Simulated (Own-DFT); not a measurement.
# Layers held on the lattice of the host: Ge in Si

Source: density functional calculations with Own-DFT, an unreviewed in-house program that is no longer used. Nothing was measured or relaxed, and spin and spin-orbit coupling are left out.

Common settings: PBE; PseudoDojo norm-conserving scalar-relativistic files; cutoff 42 hartree; 3 x 3 x 2 k mesh centred on Gamma; Fermi-Dirac smearing of 0.1 eV.

Keep in mind: forces on such cells moved up to 12 meV/angstrom on a denser k mesh; stress not checked against mesh or cutoff.

One cell of 96 atoms is used throughout, with vectors in Å (10.862, 0.000, 0.000); (0.000, 10.862, 0.000); (0.000, 0.000, 16.293). Some planes normal to z hold Ge in place of Si, either as pure planes or mixed at random through a layer; x is the share of Ge among all Ge and Si sites. u is the rms random offset of the atoms per axis. Stress is positive in tension.

```
    x        layer   u (Å)  (s_xx + s_yy)/2 (GPa)  s_zz (GPa)
0.125  mixed layer  0.0301                  -3.79       -3.76
0.125  mixed layer  0.0316                  -3.82       -3.81
0.167  pure planes  0.0638                  -5.01       -5.03
0.167  pure planes  0.0308                  -4.39       -4.38
0.188  mixed layer  0.0306                  -4.64       -4.68
0.188  mixed layer  0.0581                  -5.37       -5.14
0.250  mixed layer  0.0598                      ?           ?
0.500  pure planes  0.0605                 -10.01      -10.00
0.500  pure planes  0.0322                  -9.20       -9.21
```

## Fit

In the plane: -1.70 - 14.6 x - 247 u² GPa (slope in x ± 0.2, scatter 0.09). Along z: -1.70 - 14.8 x - 223 u² GPa (± 0.2, scatter 0.08). The two slopes nearly agree: every atom sits on the host's lattice on all three axes, so the larger Ge atoms are squeezed alike in all directions, and the layering hardly shows. The constants are the stress of this functional at the host's measured lattice. A real film keeps the in-plane spacing but grows in height until s_zz vanishes, which relieves part of the in-plane stress too.

## The run left out

Q: what are the two stresses at x = 0.250?

The fitted form gives -6.2 and -6.2 GPa. The run itself gave -6.47 and -6.47 GPa. That is outside the usual scatter, by luck or through something left out of the fit.
